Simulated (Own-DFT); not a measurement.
# Misfit strain and the stress it brings: grey tin, 32 atoms (Sn32)

Calculated, not measured: single-point runs of Own-DFT, a retired in-house plane-wave DFT program that no person has reviewed, on unrelaxed cells, without spin or spin-orbit coupling.

Settings: PBE; PseudoDojo norm-conserving scalar-relativistic files; cutoff 42 hartree; 3 x 3 x 5 k mesh centred on Gamma; cold (Marzari-Vanderbilt) smearing of 0.2 eV.

Known weak points: forces on such cells failed a check on a denser k mesh; stress not checked against mesh or cutoff.

Unstrained cell vectors in Å: (12.978, 0.000, 0.000); (0.000, 12.978, 0.000); (0.000, 0.000, 6.489). The unstrained cell has measured lattice constants (interpolated for alloys), not those of this functional. That, the random moves and any unrelaxed bonds set the pressure at no strain. Each run strains x and y alike by e, as a substrate would, and holds the height along z. Each coordinate of each atom was shifted by a normal deviate of width 0.05 Å. Stress is positive in tension.

| e (%) | u (Å) | (s_xx + s_yy)/2 (GPa) | s_zz (GPa) |
|---|---|---|---|
| -2.00 | 0.042 | -6.05 | -5.54 |
| -1.00 | 0.052 | -4.78 | -4.38 |
| -0.50 | 0.048 | -4.19 | -4.03 |
| 0.25 | 0.045 | -3.31 | -3.29 |
| 0.75 | 0.046 | -2.66 | -2.94 |
| 1.25 | 0.045 | -2.21 | -2.59 |
| 1.75 | 0.048 | -1.80 | -2.30 |
| 2.25 | 0.049 | -1.22 | -1.89 |
| 2.50 | 0.048 | ? | ? |
| 3.00 | 0.052 | -0.63 | -1.42 |

## What the rows give

With e as a fraction, the in-plane stress is -3.6 + 114 e - 534 e² GPa (errors 1 and 75, scatter 0.05), and s_zz is -3.6 + 86 e - 536 e² GPa (slope ± 2, scatter 0.06). At e = 0 the first slope is C11 + C12 and the second 2 C12, both with the ions held to the strained lattice and at the cell's own pressure. The term in e² is negative: the layer stiffens under compression and softens under tension. A free layer would change its height as e changes, and the in-plane slope would drop by 2 C12²/C11 to the biaxial modulus. At fixed height, a misfit of 1 % moves the in-plane stress by about 1.1 GPa and s_zz by 0.9 GPa.

## Prediction

Question: what are the two stresses at e = 2.50 %?

The fitted form gives -1.0 and -1.7 GPa. The hidden result is -1.03 and -1.72 GPa.
